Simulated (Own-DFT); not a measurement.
# How strain changes the stress of 2H SiC, 72 atoms (C36Si36)

These are calculations, not measurements. They come from Own-DFT, an in-house plane-wave density functional program, since retired, whose code no person has reviewed. Each row is one single-point run on a periodic cell that was not relaxed, without spin or spin-orbit coupling.

Settings of every run: PBE; PseudoDojo norm-conserving scalar-relativistic files; cutoff 42 hartree; 4 x 4 x 3 k mesh centred on Gamma; Fermi-Dirac smearing of 0.1 eV.

Known limits: forces on such cells passed a denser k mesh, each cell not checked; stress not checked against mesh or cutoff.

Unstrained cell vectors in Å: (9.248, 0.000, 0.000); (-4.624, 8.009, 0.000); (0.000, 0.000, 10.068). The unstrained cell has measured lattice constants (interpolated for alloys), not those of this functional. That, the random moves and any unrelaxed bonds set the pressure at no strain. Each run strains this cell uniformly, with the atoms carried along. Every atom was also moved at random, by a Gaussian of width 0.05 Å on each axis. Strain is the symmetric tensor, in per cent. Stress is positive in tension, and the pressure is minus a third of its trace.

| run | e_xx (%) | e_yy (%) | e_zz (%) | e_yz (%) | e_xz (%) | e_xy (%) | s_xx (GPa) | s_yy (GPa) | s_zz (GPa) | s_yz (GPa) | s_xz (GPa) | s_xy (GPa) | P (GPa) | E (meV/atom) |
|---|---|---|---|---|---|---|---|---|---|---|---|---|---|---|
| 1 | -1.31 | -0.08 | -1.24 | -1.17 | 1.44 | -0.24 | -14.81 | -4.73 | -15.18 | -3.30 | 4.69 | -2.88 | 11.58 | 25.2 |
| 2 | 0.21 | -0.89 | 1.03 | -0.90 | -1.44 | 1.80 | -4.40 | -9.19 | -1.97 | -2.13 | -4.81 | 9.22 | 5.19 | 33.2 |
| 3 | 0.81 | -1.57 | 1.23 | -1.39 | 0.88 | -1.88 | -1.20 | -12.00 | -1.84 | -4.61 | 2.39 | -10.49 | 5.01 | 38.4 |
| 4 | -0.86 | -1.24 | -0.40 | 0.06 | -1.22 | -1.81 | -11.21 | -12.77 | -10.10 | 0.45 | -5.54 | -7.82 | 11.36 | 28.9 |
| 5 | 1.02 | -1.89 | 1.66 | 1.80 | 0.53 | 0.88 | -0.37 | -13.59 | 1.03 | 6.24 | 2.05 | 3.82 | 4.31 | 32.4 |
| 6 | 0.69 | 0.32 | 0.56 | -1.13 | -0.97 | -0.74 | -1.30 | -0.47 | -3.20 | -3.17 | -3.39 | -3.37 | 1.66 | 6.1 |
| 7 | -1.86 | -1.33 | -0.58 | 0.45 | 1.10 | -1.80 | -18.28 | -13.51 | -13.81 | 1.46 | 4.76 | -10.60 | 15.20 | 55.5 |
| 8 | -1.72 | -1.73 | -1.97 | -0.67 | -1.74 | 0.86 | -20.23 | -17.55 | -23.78 | -2.49 | -7.08 | 4.80 | 20.52 | 90.8 |
| 9 | -1.90 | 0.01 | -1.11 | -0.71 | 0.59 | -0.67 | -14.21 | -4.98 | -18.65 | -2.13 | 2.29 | -1.66 | 12.61 | 31.6 |
| 10 | -1.96 | -1.17 | 0.36 | -0.82 | -0.27 | 0.16 | -18.60 | -12.16 | -5.75 | -3.31 | -2.01 | 0.08 | 12.17 | 32.5 |
| 11 | -1.65 | 1.78 | 1.19 | 1.12 | -1.88 | 1.85 | -14.82 | 3.60 | -1.22 | 3.70 | -6.66 | 9.34 | 4.15 | 59.5 |
| 12 | 1.79 | 1.72 | 0.92 | -1.05 | -0.59 | 1.34 | 5.68 | 5.66 | -1.16 | -3.54 | -2.08 | 5.57 | -3.40 | 37.0 |
| 13 | 1.64 | 1.19 | 1.96 | -1.46 | -0.01 | 1.06 | 6.73 | 4.29 | 3.87 | -4.71 | -0.30 | 4.88 | -4.96 | 0.0 |
| 14 | -0.30 | -0.58 | 1.73 | 0.91 | -1.04 | -0.56 | -6.45 | -6.83 | 2.79 | 2.99 | -2.79 | -2.71 | 3.50 | 20.5 |
| 15 | -0.17 | -0.28 | -0.12 | 1.13 | 0.91 | 1.28 | -6.77 | -6.37 | -8.66 | 4.14 | 3.09 | 6.38 | 7.26 | 34.1 |
| 16 | 1.34 | 0.68 | 1.63 | 1.36 | -1.33 | 0.53 | 4.88 | 0.79 | 3.21 | 3.23 | -3.31 | 2.27 | -2.96 | 1.8 |
| 17 | 1.34 | 1.89 | -2.00 | -1.18 | -1.26 | -0.22 | ? | ? | ? | ? | ? | ? | ? | ? |

E is the free energy for each atom above the lowest run shown.

## Worked fit

Each stress component was fitted by least squares to a constant and the strains of the runs shown, as fractions, with shears doubled. Shear strains stay in the fit of a normal stress only where such slopes are resolved. The slopes, in GPa:

```
stress  at no strain  per e_xx  per e_yy  per e_zz  scatter
  s_xx          -5.7  595 ± 36   77 ± 31   61 ± 41     1.33
  s_yy          -4.4   75 ± 26  557 ± 22   32 ± 30     0.98
  s_zz          -8.5   33 ± 37   39 ± 32  644 ± 42     1.37
```

Each shear stress against twice its own strain: yz 159 ± 8, xz 180 ± 9, xy 245 ± 12 GPa. These are stiffnesses along x, y and z of the frame in which the cell vectors are given, which need not be the crystal's axes. The atoms are held to the strained lattice; where symmetry lets them move under strain, relaxing them would lower some slopes. The table should be nearly symmetric about its diagonal, and what it lacks of that shows the noise. A ninth of its sum, 235 ± 6 GPa, estimates the bulk modulus near the mean pressure of these runs, 6.4 GPa, so it lies above the value at zero pressure.

## Withheld run

Question: what normal stresses and pressure should run 17 give?

The fit gives s_xx = 2.5, s_yy = 6.5, s_zz = -20.2 and P = 3.7 GPa. The calculation gave 2.54, 6.35, -19.28 and P = 3.46 GPa.
